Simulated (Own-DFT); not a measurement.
# Strain and stress in wurtzite AlGaN with randomly placed atoms, 96 atoms (Al36Ga12N48)

These are calculations, not measurements. They come from Own-DFT, an in-house plane-wave density functional program, since retired, whose code no person has reviewed. Each row is one single-point run on a periodic cell that was not relaxed, without spin or spin-orbit coupling.

Settings of every run: PBE; PseudoDojo norm-conserving scalar-relativistic files (stringent for Ga); cutoff 96 hartree; 3 x 4 x 3 k mesh centred on Gamma; Gaussian smearing of 0.01 eV.

Known limits: k mesh not checked against a denser one; stress not checked against mesh or cutoff.

Unstrained cell vectors in Å: (12.525, 0.000, 0.000); (-4.697, 8.135, 0.000); (0.000, 0.000, 10.066). The unstrained cell has measured lattice constants (interpolated for alloys), not those of this functional. That, the random moves and any unrelaxed bonds set the pressure at no strain. Each run strains this cell uniformly, with the atoms carried along. Every atom was also moved at random, by a Gaussian of width 0.05 Å on each axis. The random placing of the alloy's atoms differs from row to row. Strain is the symmetric tensor, in per cent. Stress is positive in tension, and the pressure is minus a third of its trace.

| run | e_xx (%) | e_yy (%) | e_zz (%) | s_xx (GPa) | s_yy (GPa) | s_zz (GPa) | P (GPa) | E (meV/atom) |
|---|---|---|---|---|---|---|---|---|
| 1 | -2.25 | -2.25 | 0.00 | -17.62 | -20.11 | -13.84 | 17.19 | 41.3 |
| 2 | 2.75 | 2.75 | 0.00 | 7.51 | 7.40 | -3.91 | -3.67 | 9.5 |
| 3 | -2.75 | -2.75 | 0.00 | -24.23 | -24.96 | -10.96 | 20.05 | 57.4 |
| 4 | -3.00 | -3.00 | 0.00 | -28.43 | -26.91 | -9.89 | 21.74 | 73.1 |
| 5 | -0.25 | -0.25 | 0.00 | -6.86 | -7.44 | -7.85 | 7.38 | 0.2 |
| 6 | 1.75 | 1.75 | 0.00 | 4.01 | 1.66 | -4.49 | -0.40 | 0.0 |
| 7 | 3.00 | 3.00 | 0.00 | 9.33 | 8.38 | -3.76 | -4.65 | 7.1 |
| 8 | 1.50 | 1.50 | 0.00 | 0.62 | 1.74 | -3.97 | 0.54 | 5.1 |
| 9 | 2.50 | 2.50 | 0.00 | ? | ? | ? | ? | ? |

E is the free energy for each atom above the lowest run shown.

## Worked fit

The change of volume is close to e_xx + e_yy + e_zz. A straight line through the runs shown gives P = 7.80 - 219 x (fractional change of volume) GPa, with an error of 7 on the slope and a scatter of 0.96 GPa. The strain isn't the same on all axes and the cell isn't cubic, so the slope belongs to this path and is not the bulk modulus.

## Withheld run

Question: what pressure should run 9 give? Its volume changes by 5.06 %.

The line gives -3.3 GPa. The calculation gave -3.25 GPa.
